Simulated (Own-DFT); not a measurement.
Simulation results for GaP (zincblende, strongly disordered by large displacements)

A calculation, not a measurement: plane-wave PBE density functional theory by an unreviewed code, no spin, of a simulated periodic cell, stress positive in tension, free energy of the whole cell less one offset for each atom, forces on such cells passed a denser k mesh, this cell's mesh not checked; broken bonds can close the gap or carry spin, so checks made on this kind of crystal may not hold here; offsets are fitted by least squares, one for each functional and potential file, so energies compare only between cells with the same atoms and settings and are not formation energies; the far tail of each file's local potential was reset to the Coulomb form; each entry is a single point on an unrelaxed cell, so the pressure reflects the starting lattice, mostly measured values (interpolated for alloys), from which strain is counted, and rises with the displacements; printed positions are rounded, which can move forces by about a meV/angstrom; the program, named Own-DFT, is a retired in-house code; no spin-orbit coupling. Program: Own-DFT development build.

Entry: GaP (zincblende, strongly disordered by large displacements)

```
cell vectors (Å)
  10.9010     0.0000     0.0000
   0.0000    10.9010     0.0000
   0.0000     0.0000    10.9010
atoms (fractions of the cell vectors)
Ga  0.97736  0.98792  0.98282
Ga  0.02136  0.27637  0.28198
Ga  0.25216  0.01365  0.26768
Ga  0.23523  0.26151  0.98156
P   0.15074  0.11128  0.12821
P   0.14345  0.36407  0.39016
P   0.33964  0.11544  0.38554
P   0.40955  0.41122  0.12871
Ga  0.01233  0.99632  0.48830
Ga  0.00119  0.27062  0.76238
Ga  0.22380  0.98892  0.73678
Ga  0.27010  0.23024  0.52192
P   0.11714  0.10348  0.63764
P   0.14052  0.35264  0.81981
P   0.36457  0.13345  0.89126
P   0.36601  0.38536  0.60875
Ga  0.02524  0.50408  0.97583
Ga  0.02129  0.77912  0.27557
Ga  0.22661  0.50580  0.23508
Ga  0.25966  0.77287  0.04125
P   0.11596  0.67140  0.13050
P   0.13020  0.87653  0.37013
P   0.39483  0.61927  0.34926
P   0.36375  0.90192  0.14779
Ga  0.99739  0.52098  0.48907
Ga  0.00039  0.72235  0.75075
Ga  0.25895  0.47863  0.73303
Ga  0.22925  0.72413  0.52259
P   0.11881  0.62458  0.64613
P   0.13569  0.88631  0.86508
P   0.38188  0.62506  0.89892
P   0.36258  0.88926  0.59672
Ga  0.48331  0.00348  0.00811
Ga  0.50394  0.21912  0.27202
Ga  0.76818  0.01071  0.23335
Ga  0.75461  0.24699  0.03065
P   0.66309  0.11325  0.14124
P   0.61558  0.36142  0.35235
P   0.87793  0.11866  0.39560
P   0.87628  0.35477  0.12334
Ga  0.52048  0.98533  0.48721
Ga  0.53222  0.24131  0.75744
Ga  0.72146  0.95801  0.75186
Ga  0.74115  0.22433  0.48829
P   0.60972  0.12706  0.65147
P   0.66070  0.37540  0.86467
P   0.88685  0.13919  0.88041
P   0.89048  0.33981  0.61913
Ga  0.51947  0.49454  0.01146
Ga  0.48402  0.75674  0.21892
Ga  0.74826  0.51371  0.20356
Ga  0.74181  0.73547  0.00647
P   0.61881  0.64268  0.17157
P   0.63327  0.88656  0.38972
P   0.82230  0.61988  0.38071
P   0.85592  0.86054  0.10694
Ga  0.50125  0.48480  0.52566
Ga  0.47969  0.74408  0.73746
Ga  0.74814  0.50471  0.73602
Ga  0.73870  0.74234  0.51160
P   0.65710  0.62428  0.61005
P   0.61660  0.89335  0.87213
P   0.89451  0.63427  0.90531
P   0.87273  0.85995  0.61343
```

- functional: PBE
- potential files: PseudoDojo norm-conserving, scalar-relativistic, standard set
- wave cutoff: 42 hartree
- occupations: Fermi-Dirac
- smearing width: 0.1 eV
- hardware: one NVIDIA H100
- k mesh: 3 x 3 x 3 centred on Gamma
- free energy of cell above offsets: 7.330 eV
- pressure: 11.79 GPa
- stress xx: -12.62 GPa
- stress yy: -11.96 GPa
- stress zz: -10.8 GPa
- stress yz: -0.4 GPa
- stress xz: 1.21 GPa
- stress xy: -0.81 GPa
- wall time: 613.9 s

Force:
```tsv
element	x (eV/Å)	y (eV/Å)	z (eV/Å)
Ga	1.599	-0.063	0.568
Ga	-3.688	-3.91	-3.365
Ga	-3.271	-2.756	-2.403
Ga	0.891	0.014	2.383
P	-3.211	2.118	-1.625
P	2.125	3.903	1.952
P	6.953	2.106	2.23
P	-5.253	-4.785	3.787
Ga	-0.837	-0.32	1.433
Ga	-6.532	-6.276	-2.269
Ga	5.536	-0.211	0.144
Ga	-2.738	0.485	1.513
P	-2.007	4.456	-2.565
P	5.249	4.153	6.001
P	1.545	-0.438	-2.182
P	1.106	-3.248	0.885
Ga	0.871	-1.793	1.579
Ga	-7.674	-4.783	-4.76
Ga	1.683	0.376	0.391
Ga	-0.196	-0.504	-4.015
P	-0.746	-3.876	-0.109
P	4.939	3.206	5.221
P	-2.008	-0.716	2.386
P	2.351	0.166	-0.873
Ga	-0.766	-1.502	0.325
Ga	-2.592	4.553	2.367
Ga	-0.061	4.448	2.09
Ga	3.236	2.283	-3.244
P	1.275	-4.159	-1.687
P	-2.388	-3.87	3.736
P	-0.427	0.052	-0.965
P	0.009	-1.713	1.493
Ga	1.271	1.013	-0.204
Ga	-1.256	-0.401	-1.462
Ga	5.29	-5.763	5.823
Ga	-0.867	-1.244	-4.611
P	-9.196	3.9	-4.057
P	1.592	1.436	2.625
P	1.47	-0.407	-3.068
P	4.018	4.264	2.113
Ga	-4.738	4.276	3.925
Ga	-5.211	5.235	5.682
Ga	6.607	4.698	-6.581
Ga	-1.682	2.033	1.759
P	4.389	-6.251	-6.977
P	-1.766	-0.25	2.354
P	-1.686	-0.274	0.037
P	-2.301	3.186	-2.343
Ga	3.289	2.758	-4.428
Ga	-2.367	2.844	3.331
Ga	3.083	-3.884	2.269
Ga	-2.205	-0.163	-0.764
P	1.261	-0.338	-4.792
P	3.685	-3.383	-4.961
P	4.152	-1.264	-1.87
P	2.768	1.909	2.431
Ga	3.619	2.472	-4.26
Ga	0.366	0.558	0.139
Ga	3.357	-1.143	0.897
Ga	2.818	6.79	-4.436
P	-7.585	-4.843	4.918
P	-5.735	-5.503	6.755
P	-2.298	-0.258	-2.298
P	0.885	0.602	1.631
```
